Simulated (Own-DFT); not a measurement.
Si3N4 (beta silicon nitride, atoms displaced) (calculated)

Computed with Own-DFT development build. A calculation, not a measurement: plane-wave PBE density functional theory by an unreviewed code, no spin, of a simulated periodic cell, stress positive in tension, free energy of the whole cell less one offset for each atom, forces on such cells passed a denser k mesh, this cell's mesh not checked; offsets are fitted by least squares, one for each functional and potential file, so energies compare only between cells with the same atoms and settings and are not formation energies; the far tail of each file's local potential was reset to the Coulomb form; each entry is a single point on an unrelaxed cell, so the pressure reflects the starting lattice, mostly measured values (interpolated for alloys), from which strain is counted, and rises with the displacements; printed positions are rounded, which can move forces by about a meV/angstrom; the program, named Own-DFT, is a retired in-house code; no spin-orbit coupling.

Common to all runs: functional PBE; potential files PseudoDojo norm-conserving, scalar-relativistic, standard set; wave cutoff 42 hartree; occupations Fermi-Dirac; smearing width 0.1 eV; k mesh 3 x 3 x 3 centred on Gamma.

(1) 
```xyz
42
Lattice="7.6060 0.0000 0.0000 -3.8030 6.5870 0.0000 0.0000 0.0000 8.7270" Properties=species:S:1:pos:R:3:force_x:R:1:force_y:R:1:force_z:R:1 formula=Si3N4 free_energy_of_cell_above_offsets=-3.005 pressure=8.85 stress_xx=-8.14 stress_yy=-8.9 stress_zz=-9.49 stress_yz=1.25 stress_xz=0.52 stress_xy=-0.74
Si    -1.7049     5.0797     0.7371      5.084      0.266     -1.845
Si     0.2161     2.6517     0.7472     -0.027      0.026      0.382
Si     1.4519     5.4864     0.7797     -3.671     -1.016     -1.281
Si     5.3701     1.5240     2.1917     -0.137      0.453      0.432
Si     3.5758     4.0216     2.1713      0.253     -3.776       2.35
Si     2.4107     1.1410     2.2013      0.698     -0.482     -0.207
N      2.3687     0.1740     0.7368      0.232      1.099     -0.161
N      6.2548     1.9379     0.7743     -0.816      0.106     -1.529
N      2.7885     4.4716     0.7669      0.732     -0.374     -1.061
N      1.4661     6.4265     2.1342     -0.365     -1.821      2.725
N     -2.4451     4.6273     2.1094     -0.705     -0.181      3.491
N      1.0279     2.0971     2.1849      -0.99      1.074      0.233
N      0.0305     4.3400     0.7834     -0.845      2.205     -0.259
N      3.7692     2.1617     2.2945       0.14      2.416     -1.299
Si    -1.6420     5.1644     3.6102      1.623     -3.449      0.801
Si     0.2616     2.7316     3.6199     -1.542     -3.565     -0.094
Si     1.3620     5.3208     3.6749      4.706      6.323     -1.327
Si     5.3655     1.5619     5.1981     -0.046      -0.69      -3.66
Si     3.6050     4.0311     5.1089      1.861     -2.554      0.653
Si     2.4356     1.1891     5.1393      0.734      0.471     -2.572
N      2.4291     0.1744     3.6367     -0.008      2.536      0.331
N      6.1592     1.9313     3.6242      2.729      1.761      2.223
N      2.8162     4.4133     3.6956     -0.056      0.928     -2.094
N      1.3667     6.3281     5.0714      0.648      3.117     -0.085
N     -2.3368     4.6309     5.1293       -1.7      -0.55      -1.29
N      1.0693     2.1815     5.0514     -1.957      1.068      1.105
N      0.1603     4.3774     3.6283     -7.986     -1.882     -0.432
N      3.7986     2.2597     5.1022      0.069      0.256      0.683
Si    -1.6044     4.9863     6.6318      3.981      3.848     -4.674
Si     0.1981     2.7648     6.5323      2.154     -2.167      0.417
Si     1.4380     5.5374     6.5186     -1.462     -2.279      1.544
Si     5.3791     1.4808     8.0140      1.114      1.873      1.738
Si     3.5423     3.9492     8.0592      1.269     -0.812     -2.055
Si     2.4560     1.2305     8.0562     -0.915     -2.979     -1.738
N      2.4291     0.2456     6.4514     -0.129     -2.245      5.002
N      6.2209     2.0291     6.6020      0.322     -0.212     -0.029
N      2.7704     4.4225     6.5372      0.347       0.65      1.641
N      1.3709     6.4003     8.0258      0.525     -0.784     -0.703
N     -2.3925     4.6722     7.9639      -4.21     -1.968      3.604
N      1.0593     2.1786     8.0538     -1.151      0.879      -1.63
N      0.0630     4.4262     6.5219     -1.063      0.783      0.576
N      3.8183     2.2069     8.0624      0.561      1.647      0.094
```

Units: free_energy_of_cell_above_offsets in eV; pressure, stress_xx, stress_yy, stress_zz, stress_yz, stress_xz, stress_xy in GPa; force_x, force_y, force_z in eV/Å.

(2) 
```xyz
42
Lattice="7.6060 0.0000 0.0000 -3.8030 6.5870 0.0000 0.0000 0.0000 8.7270" Properties=species:S:1:pos:R:3 formula=Si3N4
Si    -1.6340     5.0807     0.7066
Si     0.2981     2.6780     0.7804
Si     1.4267     5.4555     0.7976
Si     5.4724     1.5517     2.1715
Si     3.5449     3.9001     2.1479
Si     2.4441     1.1236     2.2178
N      2.4102     0.3044     0.6981
N      6.2349     1.9794     0.6142
N      2.8052     4.4174     0.8105
N      1.4087     6.3729     2.2031
N     -2.4413     4.5559     2.2735
N      1.0955     2.1654     2.1819
N     -0.0126     4.3413     0.7595
N      3.9421     2.2402     2.0495
Si    -1.6323     5.0858     3.6447
Si     0.2372     2.5846     3.6816
Si     1.4348     5.5388     3.6153
Si     5.4228     1.5081     5.0941
Si     3.5958     3.9395     5.0942
Si     2.3954     1.1489     5.1199
N      2.4199     0.2183     3.6341
N      6.1521     2.0071     3.6190
N      2.7972     4.3672     3.6674
N      1.2894     6.3787     5.1079
N     -2.4196     4.6336     5.0966
N      0.9137     2.0860     5.1393
N     -0.0281     4.3975     3.6351
N      3.8980     2.2543     5.0705
Si    -1.5017     5.0774     6.5766
Si     0.2970     2.6610     6.5262
Si     1.3325     5.3950     6.5659
Si     5.4366     1.5071     7.9352
Si     3.5862     3.9522     7.9890
Si     2.4172     1.1612     7.9973
N      2.4070     0.2131     6.5441
N      6.2146     1.9812     6.4502
N      2.7314     4.3816     6.5019
N      1.4296     6.2936     7.9902
N     -2.3872     4.6605     8.0095
N      1.0172     2.1201     7.9743
N     -0.0589     4.4624     6.4633
N      3.7473     2.1738     7.9580
```

**Q.** Give the missing stress zz for Si3N4 (beta silicon nitride, atoms displaced) (entry 2).
**A.** -12.43 GPa

**Q.** Give the table of force values for Si3N4 (beta silicon nitride, atoms displaced) (entry 2).
**A.** 
Force:
```csv
element,x (eV/Å),y (eV/Å),z (eV/Å)
Si,1.52,0.315,3.055
Si,-2.087,-0.484,-2.254
Si,-1.779,-1.417,-1.865
Si,-1.025,-0.196,-2.253
Si,2.856,-1.195,3.771
Si,2.59,1.542,-1.683
N,-0.357,-3.675,1.659
N,1.844,0.003,2.522
N,-1.26,0.978,-3.881
N,0.577,2.676,-1.135
N,-0.076,1.297,-3.227
N,-0.819,0.043,1.592
N,0.776,2.189,-0.247
N,-3.642,-1.568,0.935
Si,1.549,-1.059,0.768
Si,-1.967,3.396,-1.868
Si,-1.691,-4.374,2.567
Si,-1.65,-0.474,-1.442
Si,1.487,-0.519,-0.285
Si,2.348,0.755,-0.623
N,-0.348,0.174,0.902
N,3.267,-0.173,0.68
N,-1.591,1.308,-1.318
N,1.218,0.706,0.022
N,-0.179,0.617,1.38
N,2.936,-1.232,-1.992
N,1.704,-0.619,-0.037
N,-3.495,-1.394,0.095
Si,-5.284,1.261,-1.599
Si,-3.804,1.749,2.243
Si,0.769,0.879,-1.412
Si,-1.769,-0.431,-0.394
Si,0.334,-1.284,0.043
Si,0.294,-0.022,-1.091
N,-0.065,-0.135,0.463
N,2.245,0.701,2.946
N,0.018,0.116,1.486
N,0.24,2.019,1.167
N,-2.1,-0.851,-1.006
N,-0.588,1.186,0.705
N,4.451,-4.566,0.732
N,2.552,1.757,-0.12
```

Further results for Si3N4 (beta silicon nitride, atoms displaced) (entry 2):

- free energy of cell above offsets: -3.855 eV
- pressure: 7.49 GPa
- stress xx: -6.41 GPa
- stress yy: -3.62 GPa
- stress yz: -0.62 GPa
- stress xz: -2.58 GPa
- stress xy: 2.88 GPa
